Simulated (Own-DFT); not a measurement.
Simulation results for Al$_{32}$O$_{47}$ (corundum with one vacancy, atoms displaced)

A calculation, not a measurement: plane-wave PBE density functional theory by an unreviewed code, no spin, of a simulated periodic cell, stress positive in tension, free energy of the whole cell less one offset for each atom, defect cell not probed for a lower state with spin; oxygen file: force components 24 meV/angstrom off all-electron in one glass; forces on such cells passed a denser k mesh, this cell's mesh not checked; offsets are fitted by least squares, one for each functional and potential file, so energies compare only between cells with the same atoms and settings and are not formation energies; the far tail of each file's local potential was reset to the Coulomb form; each entry is a single point on an unrelaxed cell, so the pressure reflects the starting lattice, mostly measured values, from which strain is counted, and rises with the displacements; printed positions are rounded, which can move forces by about a meV/angstrom; the program is a retired in-house code; no spin-orbit coupling; before rounding, a Quantum ESPRESSO 7.3.1 run of the same cell and cutoff gave forces within 1 meV/angstrom rms on each cell, which checks the program and not the settings. Program: Own-DFT development build.

Settings shared by all entries: functional PBE; potential files PseudoDojo norm-conserving, scalar-relativistic, standard set; wave cutoff 72 hartree; occupations Fermi-Dirac; smearing width 0.1 eV; k mesh 3 x 3 x 3 centred on Gamma.

(1) Al$_{32}$O$_{47}$ (corundum with one vacancy, atoms displaced)

```xyz
79
Lattice="5.4940 0.0000 8.6604 -2.7470 4.7579 8.6604 -2.7470 -4.7579 8.6604" Properties=species:S:1:pos:R:3 Al32O47
Al    -0.0184     0.0396     4.5656
Al    -0.0512     0.0243     8.4151
Al     0.0255     0.0048    11.0818
Al     0.0217    -0.0097     1.9633
O     -0.0716     1.6342     7.6059
O      1.4993    -0.7595     7.5847
O     -1.4043    -0.8883     7.5703
O      0.1374    -1.6374     5.4198
O     -1.4961     0.7273     5.3644
O      1.3757     0.9514     5.3435
Al    -1.3914    -2.3812     8.9138
Al    -1.3796    -2.3797    12.7367
Al    -1.3604    -2.4189    15.4085
Al    -1.3336    -2.3633     6.2334
O     -1.4392    -0.6897    11.9399
O      0.1246    -3.1103    11.9120
O     -2.8049    -3.2574    11.8847
O     -1.2652    -4.0153     9.7225
O     -2.9018    -1.6177     9.6921
O     -0.0163    -1.4221     9.6954
Al    -1.3873     2.3931     8.9607
Al    -1.4011     2.3964    12.7698
Al    -1.3526     2.3462    15.3845
Al    -1.4057     2.4024     6.2302
O     -1.5320     3.9784    11.9206
O      0.1304     1.6856    11.8987
O     -2.7382     1.4510    11.9082
O     -1.2621     0.7329     9.7037
O      0.0013     3.2878     9.7751
Al    -2.7440     0.0218    13.3396
Al    -2.6913     0.0744    17.0889
Al    -2.7615    -0.0081    19.6845
Al    -2.7307     0.0168    10.5818
O     -2.8271     1.6515    16.1973
O     -1.2553    -0.7649    16.2407
O     -4.1398    -0.9476    16.2247
O     -2.6540    -1.6726    14.0834
O     -4.2844     0.7349    14.0263
O     -1.3792     0.9780    14.0963
Al     2.7571     0.0282     8.8972
Al     2.6989     0.0050    12.7006
Al     2.8189     0.0306    15.3892
Al     2.7154    -0.0419     6.2213
O      2.6130     1.7030    11.8784
O      4.2425    -0.7233    11.9248
O      1.4138    -0.9627    11.9336
O      2.8973    -1.6469     9.7662
O      1.2642     0.7070     9.7097
O      4.1116     0.9162     9.7568
Al     1.4018    -2.3740    13.2173
Al     1.3870    -2.3568    17.0588
Al     1.3508    -2.3801    19.7418
Al     1.3658    -2.4030    10.6028
O      1.3046    -0.6843    16.2472
O      2.9044    -3.1161    16.2771
O      0.0248    -3.3298    16.2842
O      1.5414    -3.9753    14.0339
O     -0.0819    -1.6835    14.0668
O      2.8129    -1.4730    14.0856
Al     1.3935     2.3717    13.2704
Al     1.3410     2.3474    17.0674
Al     1.3859     2.4200    19.7050
Al     1.3994     2.3920    10.5416
O      1.2872     4.0712    16.1411
O      2.8433     1.6816    16.1961
O      0.0162     1.4698    16.2526
O      1.5249     0.7253    14.0293
O     -0.1285     3.0983    14.0502
O      2.7725     3.3182    14.0226
Al     0.0022    -0.0272    17.5008
Al    -0.0145     0.0261    21.3889
Al     0.0614     0.0231    23.9762
Al    -0.0237    -0.0383    14.9444
O     -0.0761     1.6067    20.5830
O      1.4679    -0.6586    20.6199
O     -1.3730    -0.9257    20.5318
O      0.1548    -1.7044    18.4505
O     -1.4820     0.7191    18.4375
O      1.3756     0.9261    18.3948
```

- free energy of cell above offsets: -56.349 eV
- pressure: 7.29 GPa
- stress xx: -7.22 GPa
- stress yy: -8.02 GPa
- stress zz: -6.63 GPa
- stress yz: 0.46 GPa
- stress xz: -0.39 GPa
- stress xy: -0.11 GPa

Force:
| element | x (eV/Å) | y (eV/Å) | z (eV/Å) |
| --- | --- | --- | --- |
| Al | -0.154 | -0.747 | -0.016 |
| Al | 1.02 | -0.6 | -0.001 |
| Al | 0.004 | 0.518 | -0.221 |
| Al | -0.871 | -0.555 | -1.256 |
| O | -0.473 | 0.479 | -0.653 |
| O | -0.2 | 0.245 | -0.3 |
| O | 0.97 | -0.604 | 0.246 |
| O | -0.291 | 0.256 | 0.014 |
| O | 0.196 | 0.73 | 0.655 |
| O | 0.234 | -0.599 | 0.844 |
| Al | -0.368 | 0.572 | -0.35 |
| Al | 0.059 | 0.46 | -0.187 |
| Al | -0.159 | -0.313 | -0.122 |
| Al | -0.538 | -0.05 | 0.292 |
| O | -0.378 | -0.563 | -0.03 |
| O | -0.397 | -0.077 | -0.532 |
| O | 1.428 | -0.54 | 0.553 |
| O | 0.443 | -0.258 | 0.562 |
| O | 0.829 | 0.037 | 0.838 |
| O | 0.402 | -0.892 | 0.927 |
| Al | -0.922 | 0.874 | -0.461 |
| Al | 0.521 | -0.524 | -0.795 |
| Al | 0.039 | 1.285 | 0.298 |
| Al | 0.31 | -0.346 | 0.574 |
| O | 0.704 | 1.671 | -0.651 |
| O | -0.448 | -0.781 | 0.115 |
| O | 0.093 | 0.482 | 0.031 |
| O | -0.207 | -0.177 | 0.687 |
| O | 0.005 | 0.635 | -0.756 |
| Al | -0.557 | -0.374 | -1.83 |
| Al | -1.433 | -1.411 | -0.272 |
| Al | 0.214 | -0.553 | 1.189 |
| Al | -0.515 | 0.014 | 0.573 |
| O | -0.259 | -0.091 | 0.427 |
| O | 0.216 | 0.589 | 0.122 |
| O | 1.009 | 0.777 | 0.249 |
| O | 0.676 | 0.509 | -0.026 |
| O | 1.508 | 0.699 | 1.127 |
| O | 0.374 | -1.366 | 0.289 |
| Al | 0.325 | -0.634 | -0.177 |
| Al | 1.278 | 0.506 | 0.607 |
| Al | -1.066 | -0.239 | -0.643 |
| Al | 1.064 | 0.642 | 0.311 |
| O | 0.121 | -1.279 | 0.649 |
| O | -0.396 | 0.153 | -0.017 |
| O | -0.937 | 0.231 | -0.965 |
| O | -0.516 | 0.163 | -0.423 |
| O | -0.157 | 0.381 | 0.826 |
| O | 0.514 | -0.218 | 0.09 |
| Al | 0.515 | -0.131 | 0.431 |
| Al | 0.457 | -0.662 | 0.379 |
| Al | -0.012 | 0.939 | -0.296 |
| Al | 0.382 | 0.426 | -0.243 |
| O | -0.786 | -0.391 | -0.381 |
| O | -0.13 | 0.086 | -0.619 |
| O | -0.642 | 0.884 | -1.138 |
| O | -1.308 | -0.956 | 0.756 |
| O | -0.479 | 0.682 | 0.617 |
| O | -0.991 | 0.398 | -0.467 |
| Al | -0.336 | 0.506 | -1.323 |
| Al | 1.275 | 1.287 | 0.159 |
| Al | 0.298 | -0.726 | 0.27 |
| Al | -0.481 | -0.462 | 1.063 |
| O | -0.228 | -1.082 | 0.985 |
| O | 0.155 | -0.309 | 0.068 |
| O | -0.861 | -0.84 | -0.591 |
| O | -0.987 | -0.455 | 0.831 |
| O | 0.424 | 0.003 | 0.133 |
| O | -0.355 | -0.145 | 0.253 |
| Al | 0.776 | 0.064 | 1.83 |
| Al | -0.236 | -0.796 | -0.389 |
| Al | -1.112 | -0.042 | 1.288 |
| Al | 1.232 | 0.351 | -1.151 |
| O | -0.381 | 1.67 | -1.127 |
| O | 1.058 | -1.411 | -1.128 |
| O | -0.173 | 0.57 | 0.391 |
| O | -0.573 | 1.58 | -1.648 |
| O | 0.273 | -0.129 | -1.15 |
| O | -0.089 | -0.028 | -0.216 |

(2) Al$_{32}$O$_{47}$ (corundum with one vacancy, atoms displaced)

```xyz
79
Lattice="5.4940 0.0000 8.6604 -2.7470 4.7579 8.6604 -2.7470 -4.7579 8.6604" Properties=species:S:1:pos:R:3 Al32O47
Al     0.0409    -0.0229     4.5852
Al    -0.0234     0.0478     8.4616
Al     0.0225     0.0391    11.0632
Al    -0.0060    -0.0543     1.9173
O     -0.1363     1.6579     7.5709
O      1.5384    -0.7519     7.5842
O     -1.3220    -0.9222     7.5938
O      0.1414    -1.6267     5.4264
O     -1.4522     0.7570     5.4593
O      1.3799     0.8986     5.4389
Al    -1.3650    -2.3381     8.9011
Al    -1.3714    -2.3897    12.7459
Al    -1.3624    -2.3618    15.3518
Al    -1.3328    -2.4126     6.2788
O     -1.4663    -0.7344    11.9022
O      0.0928    -3.1052    11.8819
O     -2.7723    -3.3296    11.9140
O     -1.2622    -4.0563     9.7169
O     -2.8580    -1.6458     9.7146
O      0.0066    -1.3992     9.7844
Al    -1.3214     2.3464     8.9132
Al    -1.3549     2.3729    12.7638
Al    -1.3569     2.3603    15.3674
Al    -1.3625     2.3820     6.3156
O     -1.5095     4.0617    11.9066
O      0.0674     1.6528    11.8971
O     -2.7353     1.4466    11.9099
O     -1.2748     0.7184     9.7764
O     -2.8257     3.1382     9.7142
O      0.0311     3.2501     9.7683
Al    -2.8003     0.0353    13.2423
Al    -2.7756    -0.0067    17.0784
Al    -2.7853    -0.0018    19.6996
Al    -2.7913     0.0269    10.6003
O     -2.8782     1.6709    16.3198
O     -1.3023    -0.7940    16.2316
O     -4.0909    -0.8935    16.2275
O     -2.6424    -1.6305    14.0584
O     -4.2358     0.7068    14.0797
O     -1.4108     0.9496    14.0041
Al     2.7490     0.0298     8.8657
Al     2.7701    -0.0393    12.7173
Al     2.7836    -0.0083    15.4476
Al     2.7702    -0.0503     6.2709
O      2.5964     1.6011    11.9385
O      4.2363    -0.7054    11.9267
O      2.7942    -1.6793     9.7173
O      1.2668     0.7234     9.8234
O      4.1419     0.9668     9.7645
Al     1.3756    -2.3806    13.2552
Al     1.3976    -2.3886    17.0465
Al     1.3660    -2.3645    19.7463
Al     1.3560    -2.3736    10.6024
O      1.2410    -0.7492    16.2315
O      2.8007    -3.1300    16.2448
O      0.0473    -3.3029    16.2510
O      1.4521    -3.9840    14.0889
O     -0.1210    -1.6105    14.0580
O      2.7343    -1.4306    14.0756
Al     1.3824     2.3915    13.2684
Al     1.3596     2.3693    17.0668
Al     1.3774     2.3530    19.6780
Al     1.3506     2.4039    10.5700
O      1.2310     4.0160    16.2660
O      2.8540     1.6305    16.2647
O      0.0456     1.4309    16.1745
O      1.4641     0.7398    14.0679
O     -0.1059     3.1575    14.0789
O      2.7854     3.2961    14.0376
Al    -0.0011    -0.0226    17.5711
Al     0.0164    -0.0166    21.3901
Al     0.0049    -0.0321    24.0531
Al     0.0014     0.0609    14.9200
O     -0.1555     1.5975    20.5145
O      1.4874    -0.7468    20.5992
O     -1.4302    -0.8863    20.5335
O      0.1153    -1.6442    18.3679
O     -1.4797     0.7661    18.3870
O      1.3627     0.9305    18.3899
```

- free energy of cell above offsets: -56.543 eV
- pressure: 7.03 GPa
- stress xx: -6.74 GPa
- stress yy: -7.37 GPa
- stress zz: -6.99 GPa
- stress yz: -0.33 GPa
- stress xz: -0.08 GPa
- stress xy: 0.29 GPa

Force:
| element | x (eV/Å) | y (eV/Å) | z (eV/Å) |
| --- | --- | --- | --- |
| Al | -0.891 | 1.123 | -0.092 |
| Al | 1.065 | -1.024 | -0.273 |
| Al | 0.109 | -1.384 | 1.246 |
| Al | -0.222 | 1.737 | 0.32 |
| O | 0.648 | -0.14 | 0.535 |
| O | -1.121 | 0.4 | 0.264 |
| O | -0.596 | -0.074 | -0.182 |
| O | -0.358 | -0.845 | 0.29 |
| O | -0.259 | -0.655 | -0.226 |
| O | 0.249 | 0.451 | 0.004 |
| Al | -0.034 | -0.424 | 0.868 |
| Al | -0.306 | 0.502 | -0.447 |
| Al | 0.297 | -0.637 | 0.116 |
| Al | -0.841 | 0.68 | -0.263 |
| O | -0.62 | 0.169 | 0.035 |
| O | -0.075 | -0.001 | 0.314 |
| O | 0.476 | 0.601 | 0.154 |
| O | -0.11 | 0.104 | 0.221 |
| O | -0.074 | 0.638 | 0.471 |
| O | -0.263 | -0.631 | -0.704 |
| Al | -0.805 | 0.444 | 0.323 |
| Al | -0.251 | 0.402 | -0.782 |
| Al | -0.353 | 0.606 | 0.859 |
| Al | 0.185 | -0.159 | -1.321 |
| O | 0.397 | -0.967 | 0.158 |
| O | 0.442 | 0.669 | 0.411 |
| O | -0.859 | 0.484 | -0.353 |
| O | -0.056 | 0.613 | -0.689 |
| O | -0.536 | -1.064 | -0.032 |
| O | -1.186 | 1.005 | -0.95 |
| Al | 1.364 | -1.242 | -0.536 |
| Al | 0.861 | 0.235 | 0.342 |
| Al | 0.303 | 0.554 | 0.204 |
| Al | 1.213 | -1.105 | -0.006 |
| O | 0.683 | -0.025 | -1.536 |
| O | 0.264 | 1.555 | 0.393 |
| O | -0.708 | -0.757 | -0.105 |
| O | -0.093 | -0.265 | 0.362 |
| O | -0.332 | 0.743 | 0.283 |
| O | 0.647 | 0 | 1.62 |
| Al | -0.058 | -0.171 | 1.182 |
| Al | -1.494 | -0.002 | 0.425 |
| Al | -0.528 | -0.121 | -1.139 |
| Al | -0.448 | 1.594 | 0.092 |
| O | 0.436 | 1.516 | -0.658 |
| O | 0.399 | -1.418 | -0.813 |
| O | 1.352 | 0.478 | -0.034 |
| O | 0.257 | 0.26 | -1.478 |
| O | -0.499 | -0.984 | -0.308 |
| Al | -0.224 | 0.759 | -0.65 |
| Al | -0.497 | 0.309 | 0.906 |
| Al | 0.026 | -1.105 | -0.294 |
| Al | -0.324 | 0.382 | 0.29 |
| O | 0.44 | 0.475 | -0.029 |
| O | 1.659 | -0.082 | -0.726 |
| O | -1.169 | -0.071 | -0.457 |
| O | 0.727 | -1.177 | 0.05 |
| O | 0.074 | -0.285 | 0.112 |
| O | 0.915 | -0.673 | 0.61 |
| Al | 0 | -0.708 | -0.917 |
| Al | 0.03 | 0.146 | 0.144 |
| Al | -0.707 | 0.766 | 0.855 |
| Al | 1.163 | -0.571 | 1.007 |
| O | 1.246 | -0.094 | -0.654 |
| O | 0.156 | 0.538 | 0.112 |
| O | -0.863 | 0.304 | 0.427 |
| O | 0.279 | 0.153 | 0.269 |
| O | 0.178 | -1.339 | -0.599 |
| O | -0.532 | 0.361 | 0.701 |
| Al | -0.425 | 0.054 | -0.325 |
| Al | -1.195 | 0.271 | -0.083 |
| Al | -0.516 | 0.634 | 0.164 |
| Al | 0.109 | -1.416 | -0.781 |
| O | 1.048 | 0.356 | 0.542 |
| O | -0.094 | 0.348 | -0.596 |
| O | 1.116 | -0.656 | 0.809 |
| O | -0.265 | -0.252 | 0.973 |
| O | -0.192 | -0.865 | -0.496 |
| O | 0.169 | -0.029 | 0.072 |

(3) Al$_{32}$O$_{47}$ (corundum with one vacancy, atoms displaced)

```xyz
79
Lattice="5.4940 0.0000 8.6604 -2.7470 4.7579 8.6604 -2.7470 -4.7579 8.6604" Properties=species:S:1:pos:R:3 Al32O47
Al    -0.0160     0.0190     4.5913
Al     0.0109    -0.0310     8.4153
Al    -0.0604     0.0006    11.1196
Al     0.0082    -0.0494     1.9625
O     -0.1495     1.6468     7.5013
O      1.4453    -0.6868     7.5054
O     -1.3633    -0.9328     7.5841
O      0.1276    -1.6884     5.3686
O     -1.4715     0.7183     5.4220
Al    -1.3942    -2.3336     8.8922
Al    -1.3594    -2.3860    12.7297
Al    -1.3506    -2.3724    15.3391
Al    -1.3708    -2.3427     6.2478
O     -1.4867    -0.6840    11.9005
O      0.1891    -3.0232    11.9617
O     -2.7539    -3.3012    11.8966
O     -1.2135    -4.0128     9.7769
O     -2.9151    -1.6400     9.7175
O     -0.0101    -1.4314     9.7249
Al    -1.3659     2.3482     8.9506
Al    -1.3658     2.3877    12.7996
Al    -1.3807     2.4369    15.4053
Al    -1.3567     2.4037     6.2456
O     -1.5068     4.0633    11.8882
O      0.1103     1.6880    11.8909
O     -2.7617     1.4449    11.9268
O     -1.2310     0.6797     9.7233
O     -2.8722     3.1180     9.7322
O     -0.0202     3.3631     9.7186
Al    -2.7675    -0.0254    13.2536
Al    -2.7331    -0.0087    17.1011
Al    -2.7381    -0.0183    19.7423
Al    -2.7499     0.0467    10.6249
O     -2.8177     1.6699    16.2437
O     -1.2663    -0.6854    16.2845
O     -4.1733    -0.9406    16.2917
O     -2.6306    -1.6878    14.1577
O     -4.2103     0.7599    14.0184
O     -1.4191     0.8862    14.0676
Al     2.7898    -0.0182     8.9492
Al     2.7181     0.0323    12.7717
Al     2.7670    -0.0338    15.4372
Al     2.7512    -0.0136     6.2582
O      2.6654     1.6479    11.9149
O      4.2575    -0.6697    11.8986
O      1.3975    -0.9698    11.8929
O      2.9152    -1.6475     9.7478
O      1.2774     0.7526     9.7116
O      4.1213     0.9330     9.7310
Al     1.3802    -2.4230    13.2279
Al     1.4007    -2.3824    17.0666
Al     1.3674    -2.3257    19.7377
Al     1.3608    -2.3730    10.6176
O      1.2647    -0.7863    16.2585
O      2.8492    -3.0765    16.2774
O      0.0016    -3.2850    16.2391
O      1.5182    -4.0775    14.0768
O     -0.1262    -1.6301    14.0857
O      2.7228    -1.5098    14.0651
Al     1.3327     2.4465    13.2294
Al     1.3393     2.4029    17.1107
Al     1.3736     2.3782    19.7069
Al     1.3894     2.4075    10.5736
O      1.2949     4.0243    16.2079
O      2.8727     1.6547    16.2477
O     -0.0075     1.4910    16.2253
O      1.5143     0.7608    14.0633
O     -0.0991     3.0764    14.1077
O      2.8014     3.3050    14.0886
Al     0.0055     0.0275    17.5507
Al     0.0084     0.0167    21.4217
Al     0.0101    -0.0305    24.0792
Al    -0.0223    -0.0247    14.9191
O     -0.1267     1.6837    20.4956
O      1.4559    -0.7205    20.5238
O     -1.3675    -0.9248    20.5599
O      0.0921    -1.6078    18.3911
O     -1.4747     0.7278    18.4384
O      1.3976     0.9378    18.3772
```

* free energy of cell above offsets: -56.405 eV
* pressure: 7.38 GPa
* stress xx: -8.04 GPa
* stress yy: -7.27 GPa
* stress zz: -6.83 GPa
* stress yz: -0.08 GPa
* stress xz: 0.63 GPa
* stress xy: -0.11 GPa

Force:
| element | x (eV/Å) | y (eV/Å) | z (eV/Å) |
| --- | --- | --- | --- |
| Al | 0.881 | 0.41 | 0.006 |
| Al | 0.241 | 1.295 | 0.001 |
| Al | 1.956 | 0.35 | -1.083 |
| Al | -0.077 | 1.491 | -0.886 |
| O | 0.953 | -0.486 | 1.091 |
| O | 0.697 | -0.25 | 0.663 |
| O | -0.053 | -0.003 | -0.387 |
| O | -0.358 | 0.701 | 0.455 |
| O | -0.429 | -0.196 | 0.126 |
| Al | 0.16 | -1.115 | 0.559 |
| Al | -0.337 | -0.354 | 0.152 |
| Al | -0.233 | -0.619 | 1.431 |
| Al | 0.182 | -1.009 | 0.023 |
| O | -0.841 | -1.267 | 0.897 |
| O | -1.619 | -1.787 | -0.67 |
| O | 0.426 | 0.932 | 0.262 |
| O | -0.72 | 0.478 | -0.07 |
| O | 1.014 | 0.63 | 0.727 |
| O | 0.421 | -0.467 | 0.497 |
| Al | -0.282 | 0.319 | -1.199 |
| Al | -0.547 | -0.298 | -0.849 |
| Al | -0.081 | -1.289 | 0.126 |
| Al | -0.722 | -1.249 | 1.207 |
| O | 0.86 | -0.941 | 0.753 |
| O | -0.261 | -0.169 | 0.209 |
| O | 0.195 | 0.437 | -0.476 |
| O | -0.628 | 0.705 | 0.54 |
| O | 0.375 | -0.356 | 0.413 |
| O | 0.461 | -1.444 | 0.8 |
| Al | 0.233 | 0.186 | -0.017 |
| Al | -0.705 | 0.694 | -0.13 |
| Al | -0.21 | 0.997 | -0.394 |
| Al | -0.254 | -0.595 | -1.06 |
| O | -0.755 | -0.068 | -0.017 |
| O | 0.367 | -0.798 | -1.06 |
| O | 0.862 | 0.734 | -0.341 |
| O | 0.43 | 1.317 | -1.999 |
| O | -0.607 | -0.094 | 0.843 |
| O | 0.926 | 0.318 | 0.2 |
| Al | -0.483 | 1.119 | -0.526 |
| Al | 0.42 | -0.33 | -0.326 |
| Al | -0.597 | 1.13 | -0.251 |
| Al | -0.573 | 1.087 | -0.044 |
| O | -0.589 | 0.622 | -0.196 |
| O | -0.766 | -1.085 | 0.258 |
| O | -0.438 | 1.682 | 0.184 |
| O | -1.198 | 0.155 | -0.135 |
| O | -0.174 | -0.216 | 0.333 |
| O | 0.382 | -0.194 | 0.31 |
| Al | 0.153 | 0.651 | 0.444 |
| Al | -1.097 | -0.334 | 0.795 |
| Al | -0.066 | -1.292 | -0.862 |
| Al | 0.212 | 0.175 | -0.984 |
| O | -0.046 | 1.481 | -0.978 |
| O | 0.94 | -0.964 | -1.16 |
| O | 0.045 | -0.315 | -0.317 |
| O | -0.188 | 0.5 | -0.288 |
| O | 0.264 | -0.458 | -0.529 |
| O | 0.406 | 0.742 | 0.278 |
| Al | 1.53 | -1.191 | 0.091 |
| Al | 1.209 | -0.56 | -1.072 |
| Al | 0.198 | 0.418 | 0.572 |
| Al | 0.049 | -0.546 | -0.526 |
| O | -1.12 | -0.09 | 0.593 |
| O | -0.588 | -0.42 | 0.163 |
| O | 0.16 | -0.294 | 0.181 |
| O | -0.801 | -0.486 | 0.318 |
| O | -0.379 | 0.383 | -0.359 |
| O | -0.825 | 0.233 | -0.834 |
| Al | -0.089 | -0.276 | 0.266 |
| Al | 0.166 | 0.149 | -0.404 |
| Al | 0.362 | 0.686 | 0.083 |
| Al | 0.409 | 1.139 | 0.189 |
| O | 0.633 | -1.145 | 1.216 |
| O | 0.454 | 0.551 | 1.021 |
| O | 0.003 | 0.266 | 0.558 |
| O | 0.063 | -0.398 | 0.4 |
| O | 0.153 | 0.368 | -0.05 |
| O | -0.114 | -0.081 | 0.244 |
